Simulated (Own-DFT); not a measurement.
# Strain and stress in diamond-structure GeSn with randomly placed atoms, 64 atoms (Ge60Sn4)

All numbers below are calculated, not measured. They come from Own-DFT, an in-house plane-wave density functional program, since retired, whose code no person has reviewed. Each row is one single-point run on a periodic cell that was not relaxed, without spin or spin-orbit coupling.

Settings of every run: PBE; PseudoDojo norm-conserving scalar-relativistic files; cutoff 49 hartree; 3 x 3 x 3 k mesh centred on Gamma; Fermi-Dirac smearing of 0.1 eV.

Known limits: forces on such cells moved up to 12 meV/angstrom on a denser k mesh; stress not checked against mesh or cutoff.

Unstrained cell vectors in Å: (11.420, 0.000, 0.000); (0.000, 11.420, 0.000); (0.000, 0.000, 11.420). The unstrained cell has measured lattice constants (interpolated for alloys), not those of this functional. That, the random moves and any unrelaxed bonds set the pressure at no strain. Each run strains this cell uniformly, with the atoms carried along. Every atom was also moved at random, by a Gaussian of width 0.05 Å on each axis. The random placing of the alloy's atoms differs from row to row. Strain is the symmetric tensor, in per cent. Stress is positive in tension, and the pressure is minus a third of its trace.

| run | e_xx (%) | e_yy (%) | e_zz (%) | s_xx (GPa) | s_yy (GPa) | s_zz (GPa) | P (GPa) | E (meV/atom) |
|---|---|---|---|---|---|---|---|---|
| 1 | -0.25 | -0.25 | 0.00 | -5.22 | -5.39 | -5.17 | 5.26 | 27.2 |
| 2 | -3.00 | -3.00 | 0.00 | -10.79 | -10.82 | -8.78 | 10.13 | 85.8 |
| 3 | 0.50 | 0.50 | 0.00 | -4.12 | -4.12 | -4.11 | 4.12 | 15.7 |
| 4 | 0.25 | 0.25 | 0.00 | -4.52 | -4.50 | -4.55 | 4.52 | 23.1 |
| 5 | 3.00 | 3.00 | 0.00 | -0.30 | -0.33 | -1.96 | 0.87 | 0.0 |
| 6 | -2.75 | -2.75 | 0.00 | -10.43 | -10.53 | -8.36 | 9.77 | 89.1 |
| 7 | -1.75 | -1.75 | 0.00 | -8.53 | -8.72 | -7.45 | 8.23 | 87.9 |
| 8 | 2.75 | 2.75 | 0.00 | -0.64 | -0.70 | -2.16 | 1.17 | 1.7 |
| 9 | 2.50 | 2.50 | 0.00 | ? | ? | ? | ? | ? |

E is the free energy for each atom above the lowest run shown.

## Worked fit

The change of volume is close to e_xx + e_yy + e_zz. A straight line through the runs shown gives P = 5.30 - 78 x (fractional change of volume) GPa, with an error of 3 on the slope and a scatter of 0.36 GPa. The strain isn't the same on all axes, but the crystal is cubic, so the slope still estimates the bulk modulus, averaged over pressures from 0.9 to 10.1 GPa.

## Withheld run

Question: what pressure should run 9 give? Its volume changes by 5.06 %.

The line gives 1.3 GPa. The calculation gave 1.34 GPa.
